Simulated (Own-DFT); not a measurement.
# One host, several defects: wurtzite GaN

The numbers are computed, not measured, by runs of the plane-wave DFT program Own-DFT (in-house, retired, unreviewed) at fixed positions, with no spin and no spin-orbit coupling.

Common settings: PBE; PseudoDojo norm-conserving scalar-relativistic files; cutoff 42 hartree; 4 x 4 x 3 k mesh centred on Gamma; Fermi-Dirac smearing of 0.1 eV.

Keep in mind (not all hold for every row): not probed for a lower state with spin; forces not confirmed at this smearing and k mesh; stress not checked against mesh or cutoff.

All runs share one cell, with vectors in Å (9.567, 0.000, 0.000); (-4.784, 8.285, 0.000); (0.000, 0.000, 10.370) and a volume of 822.0 Å³. Atoms were moved at random from their sites; u is the rms move along one axis. The defect's site can differ from row to row.

```
               cell  formula   u (Å)  P (GPa)
          no defect  Ga36N36  0.0190     5.88
          no defect  Ga36N36  0.0207     5.93
          no defect  Ga36N36  0.0560     8.70
one Ga on an N site  Ga37N35  0.0303    12.05
one Ga on an N site  Ga37N35  0.0321    12.36
one Ga on an N site  Ga37N35  0.0476    13.35
 one N on a Ga site  Ga35N37  0.0291     5.45
 one N on a Ga site  Ga35N37  0.0291        ?
 one N on a Ga site  Ga35N37  0.0481     6.32
 one N on a Ga site  Ga35N37  0.0521     6.88
```

## Working it out

P = P0 + c u² + a shift for each defect gives P0 = 5.62 GPa, c = 928 ± 68 GPa/Å² and a scatter of 0.19 GPa. The shifts, and each times the cell's volume:

- one Ga on an N site: 5.66 ± 0.16 GPa, 29.0 eV
- one N on a Ga site: -1.22 ± 0.16 GPa, -6.3 eV

Positive is outwards. The product with the volume (160.2 GPa Å³ to the eV) is nearly free of the cell's size; divided by the bulk modulus at the cell's pressure it gives the volume that the defect adds. The atoms around the defects weren't relaxed, which would change these numbers.

## The run left out

Q: what pressure belongs in the blank (one N on a Ga site, u = 0.0291 Å)?

From the fit: 5.19 ± 0.24 GPa. DFT gave 5.38 GPa.
